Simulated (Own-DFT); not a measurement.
# How strain changes the stress of wurtzite GaN, 96 atoms (Ga48N48)

Calculated results; nothing here was measured. The program, named Own-DFT, is a retired in-house plane-wave density functional code that no person has reviewed. Each row is one single-point run on a periodic cell that was not relaxed, without spin or spin-orbit coupling.

Settings of every run: PBE; PseudoDojo norm-conserving scalar-relativistic files (stringent for Ga); cutoff 96 hartree; 3 x 4 x 3 k mesh centred on Gamma; Gaussian smearing of 0.01 eV.

Known limits: forces on such cells passed a denser k mesh, each cell not checked; stress not checked against mesh or cutoff.

Unstrained cell vectors in Å: (12.756, 0.000, 0.000); (-4.784, 8.285, 0.000); (0.000, 0.000, 10.370). The unstrained cell has measured lattice constants (interpolated for alloys), not those of this functional. That, the random moves and any unrelaxed bonds set the pressure at no strain. Each run strains this cell uniformly, with the atoms carried along. Every atom was also moved at random, by a Gaussian of width 0.05 Å on each axis. Strain is the symmetric tensor, in per cent. Stress is positive in tension, and the pressure is minus a third of its trace.

| run | e_xx (%) | e_yy (%) | e_zz (%) | e_yz (%) | e_xz (%) | e_xy (%) | s_xx (GPa) | s_yy (GPa) | s_zz (GPa) | s_yz (GPa) | s_xz (GPa) | s_xy (GPa) | P (GPa) | E (meV/atom) |
|---|---|---|---|---|---|---|---|---|---|---|---|---|---|---|
| 1 | -1.07 | -0.92 | -1.74 | -1.52 | -1.49 | 1.93 | -13.54 | -14.47 | -17.76 | -3.83 | -2.20 | 7.01 | 15.26 | 54.6 |
| 2 | 1.04 | -0.09 | 0.30 | -1.39 | -0.11 | 0.92 | -3.36 | -4.38 | -6.47 | -2.69 | -0.35 | 3.46 | 4.74 | 12.1 |
| 3 | 1.23 | 1.28 | -1.60 | 1.59 | -0.99 | 1.67 | -3.11 | -1.75 | -13.10 | 3.90 | -2.18 | 4.67 | 5.99 | 34.1 |
| 4 | -1.34 | 1.90 | 0.94 | -1.63 | -0.40 | -0.51 | -10.33 | -0.78 | -2.75 | -3.69 | -1.61 | -1.38 | 4.62 | 27.6 |
| 5 | 1.64 | -0.72 | 0.93 | 0.59 | 1.65 | -1.35 | -2.08 | -9.30 | -2.59 | 1.65 | 4.12 | -5.00 | 4.66 | 35.9 |
| 6 | 1.78 | -0.14 | 1.17 | 0.15 | -0.59 | 1.91 | 0.22 | -6.17 | -0.03 | 0.52 | -1.03 | 5.47 | 1.99 | 15.2 |
| 7 | 1.42 | 1.01 | 0.21 | 1.28 | -1.55 | -0.02 | -1.05 | -1.35 | -4.24 | 2.30 | -3.61 | -0.08 | 2.21 | 15.7 |
| 8 | -1.07 | -0.49 | -1.38 | 1.84 | 1.68 | 0.91 | -12.21 | -11.13 | -15.92 | 3.15 | 3.99 | 2.08 | 13.08 | 42.1 |
| 9 | 1.01 | 0.86 | 1.09 | -0.33 | -0.14 | -0.83 | -1.38 | -1.42 | -0.97 | -0.78 | 0.22 | -1.51 | 1.26 | 0.0 |
| 10 | 0.22 | 0.72 | -0.67 | -1.69 | -1.52 | 1.51 | -4.33 | -5.38 | -9.98 | -3.63 | -3.02 | 3.51 | 6.56 | 28.2 |
| 11 | -0.36 | 1.44 | -0.54 | 1.55 | 0.03 | -1.22 | -7.94 | -2.21 | -8.97 | 3.24 | -0.30 | -4.11 | 6.37 | 26.8 |
| 12 | -1.94 | -0.21 | 1.73 | -0.46 | -1.65 | 0.34 | -13.91 | -9.23 | -1.43 | -1.11 | -3.23 | 1.54 | 8.19 | 28.4 |
| 13 | -1.09 | 0.28 | 1.00 | -1.83 | 1.62 | 0.64 | -11.23 | -6.19 | -3.62 | -4.54 | 3.67 | 2.28 | 7.01 | 29.4 |
| 14 | -1.00 | -1.22 | 1.66 | -0.01 | 0.24 | 0.79 | -10.84 | -10.89 | -3.03 | -0.69 | 0.37 | 2.00 | 8.26 | 29.3 |
| 15 | 1.77 | -1.03 | -1.01 | 1.07 | -0.16 | -0.30 | -2.09 | -9.75 | -12.07 | 3.12 | 0.08 | -1.22 | 7.97 | 36.9 |
| 16 | 0.95 | 1.19 | 1.20 | -0.26 | 0.82 | 1.67 | -2.11 | -0.43 | -0.84 | -0.41 | 1.59 | 4.36 | 1.13 | 15.7 |
| 17 | -0.46 | -0.59 | -0.86 | -0.34 | -1.78 | 0.94 | ? | ? | ? | ? | ? | ? | ? | ? |

E is the free energy for each atom above the lowest run shown.

## Worked fit

Each stress component was fitted by least squares to a constant and the strains of the runs shown, as fractions, with shears doubled. Shear strains stay in the fit of a normal stress only where such slopes are resolved. The slopes, in GPa:

```
stress,at no strain,per e_xx,per e_yy,per e_zz,scatter
s_xx,-7.3,377 ± 15,90 ± 19,56 ± 16,0.73
s_yy,-7.3,107 ± 20,403 ± 26,78 ± 21,0.98
s_zz,-7.9,92 ± 10,107 ± 13,467 ± 11,0.50
```

Each shear stress against twice its own strain: yz 105 ± 5, xz 107 ± 5, xy 144 ± 9 GPa. These are stiffnesses along x, y and z of the frame in which the cell vectors are given, which need not be the crystal's axes. The atoms are held to the strained lattice; where symmetry lets them move under strain, relaxing them would lower some slopes. The table should be nearly symmetric about its diagonal, and what it lacks of that shows the noise. A ninth of its sum, 197 ± 4 GPa, estimates the bulk modulus near the mean pressure of these runs, 6.2 GPa, so it lies above the value at zero pressure.

## Withheld run

Question: what normal stresses and pressure should run 17 give?

The fit gives s_xx = -10.0, s_yy = -10.8, s_zz = -13.0 and P = 11.3 GPa. The calculation gave -10.28, -11.32, -11.82 and P = 11.14 GPa.
